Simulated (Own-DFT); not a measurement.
## Calculated data, Si$_{7}$Ge (layered order of Si and Ge on the diamond lattice, atoms displaced)

All values are calculated (Own-DFT development build). A calculation, not a measurement: plane-wave density functional theory by an unreviewed code, no spin, of a simulated periodic cell, stress positive in tension, run twice, with PBE and with PBEsol, both on files made for PBE, so the change isn't that of files made for PBEsol, forces on such cells passed a denser k mesh, this cell's mesh not checked; the far tail of each file's local potential was reset to the Coulomb form; each entry is a single point on an unrelaxed cell, so the pressure reflects the starting lattice, mostly measured values (interpolated for alloys), from which strain is counted, and rises with the displacements; printed positions are rounded, which can move forces by about a meV/angstrom; the program, named Own-DFT, is a retired in-house code; no spin-orbit coupling; stress was not checked against mesh or cutoff.

Settings shared by all entries: functional PBE, then PBEsol; potential files PseudoDojo norm-conserving, scalar-relativistic, standard set; wave cutoff 42 hartree; occupations Fermi-Dirac; smearing width 0.1 eV; k mesh 3 x 3 x 3 centred on Gamma.

(1) 
```cif
# cell vector a (Å): 10.9187 0.0000 0.0000
# cell vector b (Å): 0.0000 10.9187 0.0000
# cell vector c (Å): 0.0000 0.0000 10.9187
data_Si7Ge
_symmetry_space_group_name_H-M 'P 1'
_symmetry_Int_Tables_number 1
_cell_length_a 10.9187
_cell_length_b 10.9187
_cell_length_c 10.9187
_cell_angle_alpha 90.000
_cell_angle_beta 90.000
_cell_angle_gamma 90.000
_cell_volume 1301.71
loop_
_atom_site_label
_atom_site_type_symbol
_atom_site_fract_x
_atom_site_fract_y
_atom_site_fract_z
_atom_site_occupancy
Ge1 Ge 0.00005 0.00265 0.00125 1
Si1 Si 0.00147 0.25019 0.25047 1
Si2 Si 0.24812 0.99958 0.25427 1
Ge2 Ge 0.25367 0.24660 0.99905 1
Si3 Si 0.12724 0.12792 0.12186 1
Si4 Si 0.12276 0.37842 0.37838 1
Si5 Si 0.37179 0.12506 0.37807 1
Si6 Si 0.37719 0.37503 0.12315 1
Si7 Si 0.99900 0.00408 0.50085 1
Si8 Si 0.00023 0.25394 0.74934 1
Si9 Si 0.24970 0.99796 0.75443 1
Si10 Si 0.24641 0.24772 0.49300 1
Si11 Si 0.12682 0.12831 0.61942 1
Si12 Si 0.12965 0.37395 0.87466 1
Si13 Si 0.37502 0.12106 0.88129 1
Si14 Si 0.37880 0.38097 0.62596 1
Ge3 Ge 0.99331 0.49994 0.99941 1
Si15 Si 0.99755 0.75113 0.25159 1
Si16 Si 0.25237 0.50139 0.25028 1
Ge4 Ge 0.24771 0.75052 0.00029 1
Si17 Si 0.12859 0.62692 0.12504 1
Si18 Si 0.12338 0.87586 0.37743 1
Si19 Si 0.37129 0.62439 0.37398 1
Si20 Si 0.37492 0.87219 0.12690 1
Si21 Si 0.00071 0.50307 0.50069 1
Si22 Si 0.99747 0.75453 0.74824 1
Si23 Si 0.25248 0.49608 0.75244 1
Si24 Si 0.24834 0.74614 0.50346 1
Si25 Si 0.12744 0.62090 0.62982 1
Si26 Si 0.12867 0.87237 0.87248 1
Si27 Si 0.36982 0.62896 0.87444 1
Si28 Si 0.37432 0.87650 0.62268 1
Ge5 Ge 0.50388 0.99965 0.00053 1
Si29 Si 0.49868 0.24398 0.25216 1
Si30 Si 0.74666 0.99726 0.24823 1
Ge6 Ge 0.75292 0.24732 0.99871 1
Si31 Si 0.62631 0.12353 0.12414 1
Si32 Si 0.61996 0.37940 0.37707 1
Si33 Si 0.88041 0.12184 0.37941 1
Si34 Si 0.87884 0.37544 0.12694 1
Si35 Si 0.50392 0.99972 0.50538 1
Si36 Si 0.49458 0.24932 0.75127 1
Si37 Si 0.75208 0.00431 0.74260 1
Si38 Si 0.74602 0.25084 0.49683 1
Si39 Si 0.62436 0.12776 0.62735 1
Si40 Si 0.62291 0.37588 0.87771 1
Si41 Si 0.87597 0.12869 0.87579 1
Si42 Si 0.87392 0.37621 0.62249 1
Ge7 Ge 0.50087 0.50269 0.99890 1
Si43 Si 0.50021 0.75265 0.25126 1
Si44 Si 0.74949 0.50000 0.25291 1
Ge8 Ge 0.74927 0.75334 0.00310 1
Si45 Si 0.62137 0.62610 0.12691 1
Si46 Si 0.62000 0.87770 0.38143 1
Si47 Si 0.87765 0.62606 0.37718 1
Si48 Si 0.87889 0.86977 0.12357 1
Si49 Si 0.49696 0.49479 0.49787 1
Si50 Si 0.49506 0.74878 0.75122 1
Si51 Si 0.74915 0.49953 0.74805 1
Si52 Si 0.75005 0.74921 0.49900 1
Si53 Si 0.62504 0.63033 0.62106 1
Si54 Si 0.62855 0.87476 0.87497 1
Si55 Si 0.87445 0.61888 0.87301 1
Si56 Si 0.87536 0.87744 0.62224 1
_calc_PBE_pressure 2.24  # GPa
_calc_PBE_stress_xx -2.24  # GPa
_calc_PBE_stress_yy -2.22  # GPa
_calc_PBE_stress_zz -2.26  # GPa
_calc_PBE_stress_yz 0.39  # GPa
_calc_PBE_stress_xz 0.25  # GPa
_calc_PBE_stress_xy 0.15  # GPa
_calc_PBEsol_pressure 0.73  # GPa
_calc_PBEsol_stress_xx -0.74  # GPa
_calc_PBEsol_stress_yy -0.71  # GPa
_calc_PBEsol_stress_zz -0.75  # GPa
_calc_PBEsol_stress_yz 0.4  # GPa
_calc_PBEsol_stress_xz 0.26  # GPa
_calc_PBEsol_stress_xy 0.16  # GPa
_calc_rms_change_of_force_components_from_PBE_to_PBEsol 0.032  # eV/angstrom
```

Force:
```csv
force element,PBE force x (eV/Å),PBE force y (eV/Å),PBE force z (eV/Å),PBEsol force x (eV/Å),PBEsol force y (eV/Å),PBEsol force z (eV/Å)
Ge,0.262,-0.463,-0.393,0.255,-0.451,-0.383
Si,0.158,-0.042,0.204,0.158,-0.05,0.2
Si,0.121,-0.013,-0.589,0.115,-0.012,-0.591
Ge,-0.188,0.708,0.175,-0.183,0.69,0.17
Si,-0.139,-0.35,1.263,-0.129,-0.343,1.146
Si,0.159,-0.073,-0.767,0.154,-0.064,-0.759
Si,0.645,-0.637,-0.162,0.647,-0.64,-0.154
Si,0.013,-0.173,0.863,0.019,-0.17,0.757
Si,0.659,-0.733,0.313,0.658,-0.73,0.318
Si,0.246,-0.201,-0.232,0.241,-0.199,-0.225
Si,0.176,0.542,-0.877,0.173,0.543,-0.865
Si,0.583,1.083,0.925,0.58,1.081,0.91
Si,-0.212,-0.352,1.14,-0.204,-0.349,1.135
Si,-0.669,-0.026,-0.074,-0.658,-0.035,0.026
Si,0.201,-0.045,-1.341,0.202,-0.044,-1.217
Si,-0.858,-1.325,-0.21,-0.852,-1.313,-0.208
Ge,1.571,-0.017,0.149,1.534,-0.019,0.145
Si,0.762,-0.261,-0.021,0.756,-0.263,-0.023
Si,-0.407,-0.49,-0.256,-0.404,-0.496,-0.261
Ge,0.303,0.195,0.14,0.297,0.191,0.134
Si,-0.951,-0.459,0.665,-0.931,-0.44,0.566
Si,-0.101,-0.232,0.153,-0.099,-0.233,0.156
Si,0.568,0.247,0.223,0.568,0.252,0.221
Si,-0.065,0.628,0.357,-0.073,0.62,0.256
Si,-0.038,-0.143,0.383,-0.039,-0.135,0.383
Si,0.247,-0.81,0.248,0.236,-0.8,0.249
Si,-0.055,0.489,-0.041,-0.05,0.478,-0.033
Si,-0.018,0.327,-0.26,-0.022,0.321,-0.255
Si,-0.414,0.413,0.013,-0.408,0.405,0.029
Si,-0.988,0.437,-0.07,-0.968,0.413,0.032
Si,0.442,-0.654,-0.291,0.423,-0.638,-0.186
Si,-0.1,-0.215,0.501,-0.103,-0.209,0.489
Ge,-0.226,-0.525,0.201,-0.222,-0.513,0.198
Si,0.145,0.681,-0.252,0.144,0.667,-0.252
Si,0.717,-0.103,0.466,0.711,-0.11,0.453
Ge,-0.427,0.78,0.531,-0.418,0.761,0.519
Si,0.063,0.262,0.731,0.061,0.262,0.616
Si,0.478,-0.988,-0.739,0.471,-0.974,-0.74
Si,-1.267,0.618,-1.111,-1.256,0.613,-1.104
Si,-0.847,-0.373,0.652,-0.831,-0.358,0.544
Si,-0.843,0.625,-0.097,-0.832,0.628,-0.092
Si,0.32,0.081,0.32,0.305,0.077,0.325
Si,0.001,-0.307,1.043,0.004,-0.303,1.035
Si,0.416,-0.015,0.157,0.407,-0.019,0.145
Si,-0.088,0.314,-0.189,-0.088,0.323,-0.181
Si,0.325,-0.336,-0.976,0.318,-0.329,-0.869
Si,0.25,-0.578,-1.196,0.241,-0.569,-1.077
Si,-0.119,-0.111,-0.003,-0.116,-0.113,-0.008
Ge,-0.465,0.181,-0.013,-0.458,0.177,-0.013
Si,-0.224,-0.351,0.422,-0.215,-0.346,0.417
Si,0.041,0.153,-0.239,0.043,0.151,-0.243
Ge,0.175,-1.041,-0.5,0.169,-1.017,-0.488
Si,0.586,0.11,0.619,0.578,0.102,0.515
Si,0.742,-0.381,-0.808,0.734,-0.376,-0.797
Si,-0.414,-0.11,-0.282,-0.408,-0.112,-0.281
Si,-0.402,0.925,0.795,-0.404,0.918,0.681
Si,0.21,1.589,0.249,0.205,1.58,0.245
Si,0.593,0.469,-0.28,0.585,0.464,-0.269
Si,-0.423,-0.008,-0.174,-0.429,-0.013,-0.172
Si,0.149,0.515,-0.105,0.153,0.512,-0.111
Si,-0.482,-0.865,0.486,-0.482,-0.854,0.48
Si,-0.244,0.238,-1.135,-0.232,0.233,-1.028
Si,-0.505,1.285,-0.578,-0.481,1.261,-0.476
Si,-0.151,-0.085,-0.128,-0.151,-0.088,-0.133
```

(2) 
```cif
# cell vector a (Å): 10.9187 0.0000 0.0000
# cell vector b (Å): 0.0000 10.9187 0.0000
# cell vector c (Å): 0.0000 0.0000 10.9187
data_Si7Ge
_symmetry_space_group_name_H-M 'P 1'
_symmetry_Int_Tables_number 1
_cell_length_a 10.9187
_cell_length_b 10.9187
_cell_length_c 10.9187
_cell_angle_alpha 90.000
_cell_angle_beta 90.000
_cell_angle_gamma 90.000
_cell_volume 1301.71
loop_
_atom_site_label
_atom_site_type_symbol
_atom_site_fract_x
_atom_site_fract_y
_atom_site_fract_z
_atom_site_occupancy
Ge1 Ge 0.00152 0.00017 0.00005 1
Si1 Si 0.00220 0.24926 0.25302 1
Si2 Si 0.24878 0.99603 0.24946 1
Ge2 Ge 0.24649 0.25071 0.99706 1
Si3 Si 0.12447 0.12230 0.12617 1
Si4 Si 0.12614 0.37152 0.37192 1
Si5 Si 0.37570 0.12043 0.38059 1
Si6 Si 0.37408 0.37304 0.12044 1
Si7 Si 0.00124 0.99598 0.50046 1
Si8 Si 0.00216 0.24474 0.74907 1
Si9 Si 0.24880 0.00104 0.74631 1
Si10 Si 0.25068 0.25290 0.50231 1
Si11 Si 0.12527 0.12801 0.62495 1
Si12 Si 0.12726 0.37942 0.86791 1
Si13 Si 0.37244 0.12662 0.88086 1
Si14 Si 0.38110 0.37300 0.62638 1
Ge3 Ge 0.00476 0.49660 0.00057 1
Si15 Si 0.00288 0.74613 0.24957 1
Si16 Si 0.24443 0.49723 0.24200 1
Ge4 Ge 0.25095 0.74567 0.00118 1
Si17 Si 0.12909 0.62673 0.12712 1
Si18 Si 0.12637 0.88496 0.37226 1
Si19 Si 0.37615 0.62464 0.37668 1
Si20 Si 0.37526 0.87652 0.12958 1
Si21 Si 0.99844 0.49798 0.50259 1
Si22 Si 0.99877 0.74939 0.74790 1
Si23 Si 0.25169 0.49809 0.74709 1
Si24 Si 0.24927 0.75188 0.49792 1
Si25 Si 0.12423 0.62494 0.62779 1
Si26 Si 0.13095 0.87889 0.87588 1
Si27 Si 0.37296 0.62740 0.87429 1
Si28 Si 0.37003 0.87037 0.62619 1
Ge5 Ge 0.49611 0.99897 0.00082 1
Si29 Si 0.50440 0.24943 0.24859 1
Si30 Si 0.75151 0.00049 0.24891 1
Ge6 Ge 0.74842 0.24524 0.99864 1
Si31 Si 0.62895 0.12120 0.12612 1
Si32 Si 0.62650 0.37595 0.37539 1
Si33 Si 0.87413 0.12450 0.37885 1
Si34 Si 0.87786 0.37475 0.12724 1
Si35 Si 0.49878 0.00426 0.50191 1
Si36 Si 0.50236 0.24518 0.75445 1
Si37 Si 0.75530 0.00104 0.74468 1
Si38 Si 0.75105 0.25053 0.49679 1
Si39 Si 0.62868 0.12316 0.62691 1
Si40 Si 0.62463 0.37450 0.87439 1
Si41 Si 0.87789 0.12329 0.87506 1
Si42 Si 0.87707 0.37631 0.62659 1
Ge7 Ge 0.50036 0.49995 0.00241 1
Si43 Si 0.49837 0.75254 0.25076 1
Si44 Si 0.74426 0.50131 0.24770 1
Ge8 Ge 0.75296 0.74855 0.99940 1
Si45 Si 0.62651 0.62982 0.12239 1
Si46 Si 0.62430 0.87362 0.37485 1
Si47 Si 0.87264 0.62281 0.37206 1
Si48 Si 0.87270 0.87238 0.12507 1
Si49 Si 0.50035 0.49792 0.50205 1
Si50 Si 0.50037 0.74983 0.74459 1
Si51 Si 0.75123 0.49761 0.75386 1
Si52 Si 0.74845 0.75224 0.50361 1
Si53 Si 0.62319 0.62231 0.62692 1
Si54 Si 0.62648 0.87251 0.87665 1
Si55 Si 0.87778 0.62397 0.87308 1
Si56 Si 0.87377 0.87074 0.62465 1
_calc_PBE_pressure 2.2  # GPa
_calc_PBE_stress_xx -2.24  # GPa
_calc_PBE_stress_yy -2.17  # GPa
_calc_PBE_stress_zz -2.2  # GPa
_calc_PBE_stress_yz 0.24  # GPa
_calc_PBE_stress_xz 0.33  # GPa
_calc_PBE_stress_xy 0.33  # GPa
_calc_PBEsol_pressure 0.7  # GPa
_calc_PBEsol_stress_xx -0.73  # GPa
_calc_PBEsol_stress_yy -0.67  # GPa
_calc_PBEsol_stress_zz -0.69  # GPa
_calc_PBEsol_stress_yz 0.25  # GPa
_calc_PBEsol_stress_xz 0.33  # GPa
_calc_PBEsol_stress_xy 0.34  # GPa
_calc_rms_change_of_force_components_from_PBE_to_PBEsol 0.031  # eV/angstrom
```

Force:
```csv
force element,PBE force x (eV/Å),PBE force y (eV/Å),PBE force z (eV/Å),PBEsol force x (eV/Å),PBEsol force y (eV/Å),PBEsol force z (eV/Å)
Ge,-0.222,-0.473,0.156,-0.216,-0.461,0.152
Si,-0.428,-0.442,-0.203,-0.428,-0.444,-0.208
Si,0.616,1.138,-0.069,0.617,1.133,-0.083
Ge,-0.324,0.163,0.285,-0.318,0.16,0.276
Si,0.124,0.441,0.497,0.119,0.433,0.393
Si,-0.058,0.616,0.608,-0.054,0.615,0.604
Si,-0.355,0.899,-0.936,-0.361,0.891,-0.934
Si,0.135,-0.158,0.985,0.136,-0.159,0.876
Si,-0.329,0.639,0.333,-0.329,0.628,0.341
Si,-0.311,0.858,0.264,-0.311,0.847,0.272
Si,0.448,0.23,0.455,0.448,0.238,0.447
Si,0.273,-0.237,-0.298,0.269,-0.228,-0.293
Si,0.022,-0.542,-0.451,0.023,-0.535,-0.455
Si,-0.333,-0.82,-0.128,-0.34,-0.808,-0.029
Si,0.083,-0.474,-1.362,0.071,-0.467,-1.24
Si,-0.334,-0.214,0.184,-0.321,-0.219,0.192
Ge,-0.222,0.547,-0.014,-0.214,0.534,-0.014
Si,-0.309,0.707,0.327,-0.302,0.701,0.324
Si,1.146,-0.057,1.089,1.136,-0.063,1.07
Ge,0.189,0.988,0.045,0.184,0.965,0.045
Si,-0.805,-0.264,-0.11,-0.788,-0.245,-0.216
Si,-0.459,-1.698,0.305,-0.458,-1.677,0.3
Si,-0.436,-0.375,-0.467,-0.432,-0.378,-0.465
Si,-0.24,-0.538,-0.119,-0.231,-0.526,-0.22
Si,0.378,0.277,-0.63,0.379,0.274,-0.629
Si,0.487,0.321,0.62,0.485,0.327,0.623
Si,0.437,0.514,-0.073,0.443,0.509,-0.078
Si,-0.442,-0.236,-0.105,-0.449,-0.234,-0.116
Si,0.14,-0.033,-0.681,0.143,-0.032,-0.667
Si,-0.63,-0.613,-0.625,-0.624,-0.61,-0.52
Si,0.631,-0.567,-0.77,0.616,-0.55,-0.663
Si,0.606,0.754,-0.368,0.597,0.744,-0.361
Ge,0.613,-0.035,0.094,0.598,-0.034,0.094
Si,-0.614,-0.186,0.269,-0.609,-0.184,0.259
Si,0.078,-0.412,0.536,0.083,-0.408,0.53
Ge,0.486,0.572,0.137,0.472,0.555,0.132
Si,-0.62,0.115,0.221,-0.614,0.119,0.117
Si,-0.296,-0.085,-0.128,-0.293,-0.081,-0.122
Si,0.395,-0.241,-0.439,0.394,-0.243,-0.432
Si,-0.507,-0.261,0.255,-0.495,-0.25,0.166
Si,0.349,-1.175,0.432,0.35,-1.168,0.438
Si,-0.088,0.127,-0.187,-0.09,0.115,-0.178
Si,-0.275,-0.441,0.925,-0.268,-0.437,0.922
Si,-0.086,0.198,0.744,-0.089,0.199,0.737
Si,-0.256,0.46,-0.399,-0.25,0.462,-0.395
Si,0.004,-0.082,-0.083,0,-0.078,0.015
Si,-0.174,0.053,-0.633,-0.173,0.05,-0.519
Si,-0.295,-0.646,0.039,-0.292,-0.642,0.049
Ge,-0.035,0.314,-0.516,-0.035,0.306,-0.506
Si,0.298,-0.458,0.08,0.293,-0.46,0.071
Si,0.597,-0.065,-0.072,0.582,-0.067,-0.086
Ge,0.032,-0.002,-0.377,0.029,-0.003,-0.369
Si,-0.561,-0.273,0.822,-0.55,-0.255,0.711
Si,0,0.587,0.241,0,0.584,0.238
Si,0.065,0.166,0.558,0.061,0.164,0.551
Si,0.739,0.199,0.606,0.726,0.188,0.506
Si,0.127,0.183,-0.327,0.124,0.181,-0.327
Si,-0.122,0.03,0.873,-0.117,0.033,0.866
Si,-0.091,0.217,-0.377,-0.09,0.216,-0.368
Si,-0.134,-0.758,-0.656,-0.137,-0.754,-0.649
Si,0.506,-0.056,-0.13,0.507,-0.063,-0.126
Si,-0.152,0.44,-1.088,-0.142,0.433,-0.98
Si,0.085,-0.194,-0.068,0.086,-0.191,0.028
Si,0.454,0.354,-0.1,0.451,0.35,-0.096
```
